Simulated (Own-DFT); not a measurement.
# Point defects and the pressure they add: zincblende GaAs

The numbers are computed, not measured, by runs of the plane-wave DFT program Own-DFT (in-house, retired, unreviewed) at fixed positions, with no spin and no spin-orbit coupling.

Settings: PBE; PseudoDojo norm-conserving scalar-relativistic files; cutoff 42 hartree; 3 x 3 x 3 k mesh centred on Gamma; Fermi-Dirac smearing of 0.1 eV.

Caveats (not all hold for every row): not probed for a lower state with spin; forces not confirmed at this smearing and k mesh; stress not checked against mesh or cutoff.

All runs share one cell, with vectors in Å (11.737, 0.000, 0.000); (0.000, 11.737, 0.000); (0.000, 0.000, 10.833) and a volume of 1492.4 Å³, strained against the parent crystal. Atoms were moved at random from their sites; u is the rms move along one axis. The defect's site can differ from row to row.

```
cell,formula,u (Å),P (GPa)
no defect,As32Ga32,0.0282,1.24
no defect,As32Ga32,0.0300,1.26
no defect,As32Ga32,0.0482,1.58
one Al on a Ga site,AlAs32Ga31,0.0308,1.26
one Al on a Ga site,AlAs32Ga31,0.0315,1.24
one Al on a Ga site,AlAs32Ga31,0.0470,1.52
one Al on a Ga site,AlAs32Ga31,0.0499,?
one P on an As site,As31Ga32P,0.0275,0.96
one P on an As site,As31Ga32P,0.0289,1.00
one P on an As site,As31Ga32P,0.0304,1.00
one In on a Ga site,As32Ga31In,0.0500,2.19
one In on a Ga site,As32Ga31In,0.0507,2.11
one In on a Ga site,As32Ga31In,0.0509,2.09
one As vacancy and one Ga vacancy,As31Ga31,0.0288,0.90
one As vacancy and one Ga vacancy,As31Ga31,0.0298,0.91
one As vacancy and one Ga vacancy,As31Ga31,0.0465,1.13
```

## Worked fit

P = P0 + c u² + a shift for each defect gives P0 = 1.09 GPa, c = 205 ± 18 GPa/Å² and a scatter of 0.03 GPa. The shifts, and each times the cell's volume:

- one In on a Ga site: 0.52 ± 0.04 GPa, 4.9 eV
- one Al on a Ga site: -0.03 ± 0.03 GPa, -0.3 eV (not resolved)
- one P on an As site: -0.27 ± 0.03 GPa, -2.5 eV
- one As vacancy and one Ga vacancy: -0.37 ± 0.03 GPa, -3.4 eV

Against the defect-free cell, a freed cell would be larger where the shift is positive and smaller where it is negative (160.2 GPa Å³ is 1 eV). The atoms around the defects weren't relaxed, which would change these numbers.

## Test on the hidden row

Q: what pressure belongs in the blank (one Al on a Ga site, u = 0.0499 Å)?

The fitted form gives 1.57 ± 0.04 GPa. DFT gave 1.43 GPa. That is outside the usual scatter, by luck or through something left out of the fit.
